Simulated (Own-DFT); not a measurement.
# What a defect does to the pressure of its cell: C11b WSi2

Calculated, not measured: single-point runs of Own-DFT, a retired in-house plane-wave DFT program that no person has reviewed, on unrelaxed cells, without spin or spin-orbit coupling.

Settings: PBE; PseudoDojo norm-conserving scalar-relativistic files; cutoff 50 hartree; 5 x 5 x 5 k mesh centred on Gamma; cold (Marzari-Vanderbilt) smearing of 0.2 eV.

Known weak points: forces on such cells failed a check on a denser k mesh; stress not checked against mesh or cutoff.

All runs share one cell, with vectors in Å (-2.148, -5.953, 3.409); (-6.444, 2.976, 1.136); (-2.553, -2.948, -6.757) and a volume of 403.2 Å³. The atoms are randomly displaced, by u rms on each axis. The defect's site can differ from row to row.

```
cell,formula,u (Å),P (GPa)
no defect,Si20W10,0.0179,4.35
no defect,Si20W10,0.0499,6.13
no defect,Si20W10,0.0500,5.78
one W vacancy,Si20W9,0.0266,3.14
one W vacancy,Si20W9,0.0274,3.94
one W vacancy,Si20W9,0.0490,4.27
one W vacancy,Si20W9,0.0515,?
one W on a Si site,Si19W11,0.0310,10.12
one W on a Si site,Si19W11,0.0540,11.04
one W on a Si site,Si19W11,0.0556,12.31
one Si vacancy,Si19W10,0.0284,2.99
one Si vacancy,Si19W10,0.0303,3.30
one Si vacancy,Si19W10,0.0470,4.13
one Si on a W site,Si21W9,0.0292,6.47
one Si on a W site,Si21W9,0.0463,7.54
one Si on a W site,Si21W9,0.0497,7.91
```

## What the rows give

P = P0 + c u² + a shift for each defect gives P0 = 4.14 GPa, c = 720 ± 114 GPa/Å² and a scatter of 0.37 GPa. The shifts, and each times the cell's volume:

- one W on a Si site: 5.34 ± 0.31 GPa, 13.4 eV
- one Si on a W site: 1.85 ± 0.30 GPa, 4.7 eV
- one W vacancy: -1.29 ± 0.31 GPa, -3.2 eV
- one Si vacancy: -1.61 ± 0.31 GPa, -4.1 eV

Positive is outwards. The product with the volume (160.2 GPa Å³ to the eV) is nearly free of the cell's size; divided by the bulk modulus at the cell's pressure it gives the volume that the defect adds. The atoms around the defects weren't relaxed, which would change these numbers.

## Test on the hidden row

Question: what pressure belongs in the blank (one W vacancy, u = 0.0515 Å)?

The fitted form gives 4.77 ± 0.45 GPa. DFT gave 4.92 GPa.
